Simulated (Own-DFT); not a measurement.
# Which arrangement is lower? In32P32, 64 atoms

All numbers below are calculated, not measured. They come from Own-DFT, an in-house plane-wave density functional program, since retired, whose code no person has reviewed. Each row is one single-point run on a periodic cell that was not relaxed, without spin or spin-orbit coupling.

Settings of every run: PBE; PseudoDojo norm-conserving scalar-relativistic files; cutoff 36 hartree; 3 x 3 x 3 k mesh centred on Gamma; Fermi-Dirac smearing of 0.1 eV.

Known limits, some of them of some rows only: not probed for a lower state with spin; forces on such cells moved up to 12 meV/angstrom on a denser k mesh; stress not checked against mesh or cutoff.

All cells hold the same atoms in the same cell, with vectors in Å (11.737, 0.000, 0.000); (0.000, 11.737, 0.000); (0.000, 0.000, 11.737). Every atom was moved at random from its ideal site; u is the rms move along one axis. The defect's site can differ from row to row. E is the free energy of the cell above the lowest run. The arrangements:

- A: zincblende InP
- B: zincblende InP, with one In on a P site and one P on an In site, 2.5 Å apart

| arrangement | u (Å) | E (eV) | P (GPa) |
|---|---|---|---|
| A | 0.0202 | 0.000 | 3.21 |
| A | 0.0216 | 0.009 | 3.20 |
| A | 0.0217 | 0.054 | 3.22 |
| A | 0.0455 | 1.710 | 3.55 |
| A | 0.0492 | 1.692 | 3.54 |
| A | 0.0504 | 1.752 | 3.54 |
| B | 0.0281 | 4.389 | 3.63 |
| B | 0.0299 | 4.372 | 3.60 |
| B | 0.0301 | 4.541 | 3.65 |
| B | 0.0523 | 5.892 | 3.95 |
| B | 0.0530 | 6.151 | 4.02 |
| B | 0.0541 | 6.313 | 4.04 |

Question: once the cost of the random moves is taken out, how do the arrangements rank?

## Worked answer

Fit E = a + b u², with one b for all and one a for each arrangement, and with residuals divided by u², since the noise grows with the moves. Then b = 881 eV/Å², the scatter at u = 0.04 Å is 0.11 eV, and against A:

- B: 4.04 ± 0.04 eV (higher)

These are energies of unrelaxed cells. Relaxing the atoms lowers the strained arrangements most, so the gaps would shrink and small ones could change sign.
